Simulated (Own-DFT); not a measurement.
# Strain and stress in wurtzite GaN, 72 atoms (Ga36N36)

Calculated results; nothing here was measured. They come from Own-DFT, an in-house plane-wave density functional program, since retired, whose code no person has reviewed. Each row is one single-point run on a periodic cell that was not relaxed, without spin or spin-orbit coupling.

Settings of every run: PBE; PseudoDojo norm-conserving scalar-relativistic files; cutoff 42 hartree; 4 x 4 x 3 k mesh centred on Gamma; Fermi-Dirac smearing of 0.1 eV.

Known limits: forces not confirmed at this smearing and k mesh; stress not checked against mesh or cutoff.

Unstrained cell vectors in Å: (9.567, 0.000, 0.000); (-4.784, 8.285, 0.000); (0.000, 0.000, 10.370). The unstrained cell has measured lattice constants (interpolated for alloys), not those of this functional. That, the random moves and any unrelaxed bonds set the pressure at no strain. Each run strains this cell uniformly, with the atoms carried along. Every atom was also moved at random, by a Gaussian of width 0.05 Å on each axis. Strain is the symmetric tensor, in per cent. Stress is positive in tension, and the pressure is minus a third of its trace.

```
run,e_xx (%),e_yy (%),e_zz (%),s_xx (GPa),s_yy (GPa),s_zz (GPa),P (GPa),E (meV/atom)
1,0.75,0.75,0.00,-5.61,-2.07,-6.33,4.67,14.8
2,1.50,1.50,0.00,1.73,-0.92,-6.57,1.92,13.7
3,1.75,1.75,0.00,2.20,-0.21,-4.14,0.72,0.0
4,1.25,1.25,0.00,-1.07,-2.24,-5.71,3.00,19.0
5,0.50,0.50,0.00,-6.22,-4.37,-5.61,5.40,8.9
6,-1.25,-1.25,0.00,-14.41,-14.70,-10.32,13.14,45.4
7,-0.25,-0.25,0.00,-9.77,-8.36,-7.55,8.56,23.7
8,-2.75,-2.75,0.00,-24.83,-22.91,-12.82,20.19,73.1
9,0.25,0.25,0.00,?,?,?,?,?
```

E is the free energy for each atom above the lowest run shown.

## Worked fit

The change of volume is close to e_xx + e_yy + e_zz. A straight line through the runs shown gives P = 8.05 - 214 x (fractional change of volume) GPa, with an error of 6 on the slope and a scatter of 0.45 GPa. The strain isn't the same on all axes and the cell isn't cubic, so the slope belongs to this path and is not the bulk modulus.

## Withheld run

Question: what pressure should run 9 give? Its volume changes by 0.50 %.

The line gives 7.0 GPa. The calculation gave 6.69 GPa.
